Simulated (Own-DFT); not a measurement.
# Strain and stress in wurtzite AlN, 128 atoms (Al64N64)

All numbers below are calculated, not measured. They come from Own-DFT, an in-house plane-wave density functional program, since retired, whose code no person has reviewed. Each row is one single-point run on a periodic cell that was not relaxed, without spin or spin-orbit coupling.

Settings of every run: PBE; PseudoDojo norm-conserving scalar-relativistic files; cutoff 42 hartree; 3 x 3 x 3 k mesh centred on Gamma; Gaussian smearing of 0.01 eV.

Known limits: k mesh not checked against a denser one; stress not checked against mesh or cutoff.

Unstrained cell vectors in Å: (12.448, 0.000, 0.000); (-6.224, 10.780, 0.000); (0.000, 0.000, 9.964). The unstrained cell has measured lattice constants (interpolated for alloys), not those of this functional. That, the random moves and any unrelaxed bonds set the pressure at no strain. Each run strains this cell uniformly, with the atoms carried along. Every atom was also moved at random, by a Gaussian of width 0.05 Å on each axis. Strain is the symmetric tensor, in per cent. Stress is positive in tension, and the pressure is minus a third of its trace.

```
run,e_xx (%),e_yy (%),e_zz (%),e_yz (%),e_xz (%),e_xy (%),s_xx (GPa),s_yy (GPa),s_zz (GPa),s_yz (GPa),s_xz (GPa),s_xy (GPa),P (GPa),E (meV/atom)
1,-0.29,0.29,-1.57,1.80,-0.84,0.38,-7.34,-6.60,-12.35,5.66,-1.89,1.11,8.76,9.1
2,-0.52,1.09,1.48,0.66,-0.79,-1.52,-5.41,-0.54,1.20,1.83,-2.25,-4.53,1.58,0.0
3,-1.59,-0.72,1.48,0.40,0.58,0.40,-14.43,-9.36,-0.73,0.39,0.34,1.54,8.17,25.5
4,1.26,0.14,1.85,-1.52,-0.39,1.96,-0.40,-3.83,4.92,-3.50,-0.67,6.96,-0.23,18.4
5,0.62,-0.82,-1.95,1.21,-1.17,0.32,-6.27,-11.93,-13.21,3.32,-4.01,1.62,10.47,27.0
6,0.79,0.02,-1.11,-0.72,-0.43,-1.52,-4.18,-5.59,-9.54,-2.03,-1.26,-5.27,6.43,20.7
7,0.09,1.24,-1.69,-1.38,-0.24,-0.60,-6.27,-1.71,-12.79,-4.89,-1.29,-1.90,6.92,25.4
8,-1.84,0.55,-0.65,-1.51,-1.49,-0.47,-13.46,-7.56,-8.47,-4.35,-3.50,-0.31,9.83,15.5
9,-0.30,1.86,1.36,-0.08,0.33,-0.39,-4.82,2.81,1.68,0.30,0.13,-1.44,0.11,8.1
10,-1.76,0.13,-1.69,0.28,0.15,-1.65,-15.37,-9.12,-14.06,0.67,0.23,-6.01,12.85,17.9
11,-1.71,1.71,-1.27,0.70,0.37,0.43,-15.46,-0.93,-9.70,1.68,0.92,0.33,8.70,31.4
12,0.44,1.01,-0.48,0.44,-1.41,1.59,-2.63,-2.07,-7.78,1.33,-3.64,6.39,4.16,22.0
13,1.41,-1.64,0.90,1.64,1.88,0.44,-0.53,-12.92,-1.49,3.86,4.84,2.31,4.98,30.1
14,-1.87,-0.74,-1.64,-1.05,1.23,-1.77,-16.73,-12.15,-19.62,-2.38,4.18,-7.10,16.17,56.8
15,-0.99,1.93,1.57,1.10,1.84,-0.27,-8.07,3.85,0.62,2.96,5.57,-2.44,1.20,13.0
16,-0.46,0.44,-0.61,1.23,-1.33,-0.90,?,?,?,?,?,?,?,?
```

E is the free energy for each atom above the lowest run shown.

## Worked fit

Each stress component was fitted by least squares to a constant and the strains of the runs shown, as fractions, with shears doubled. Shear strains stay in the fit of a normal stress only where such slopes are resolved. The slopes, in GPa:

| stress | at no strain | per e_xx | per e_yy | per e_zz | scatter |
|---|---|---|---|---|---|
| s_xx | -6.4 | 459 ± 27 | 100 ± 29 | 68 ± 21 | 1.11 |
| s_yy | -6.6 | 79 ± 19 | 474 ± 20 | 82 ± 15 | 0.77 |
| s_zz | -5.6 | 116 ± 40 | 94 ± 43 | 446 ± 31 | 1.65 |

Each shear stress against twice its own strain: yz 138 ± 8, xz 140 ± 11, xy 168 ± 8 GPa. These are stiffnesses along x, y and z of the frame in which the cell vectors are given, which need not be the crystal's axes. The atoms are held to the strained lattice; where symmetry lets them move under strain, relaxing them would lower some slopes. The table should be nearly symmetric about its diagonal, and what it lacks of that shows the noise. A ninth of its sum, 213 ± 5 GPa, estimates the bulk modulus near the mean pressure of these runs, 6.7 GPa, so it lies above the value at zero pressure.

## Withheld run

Question: what normal stresses and pressure should run 16 give?

The fit gives s_xx = -8.5, s_yy = -5.3, s_zz = -8.5 and P = 7.4 GPa. The calculation gave -7.11, -5.69, -7.66 and P = 6.82 GPa.
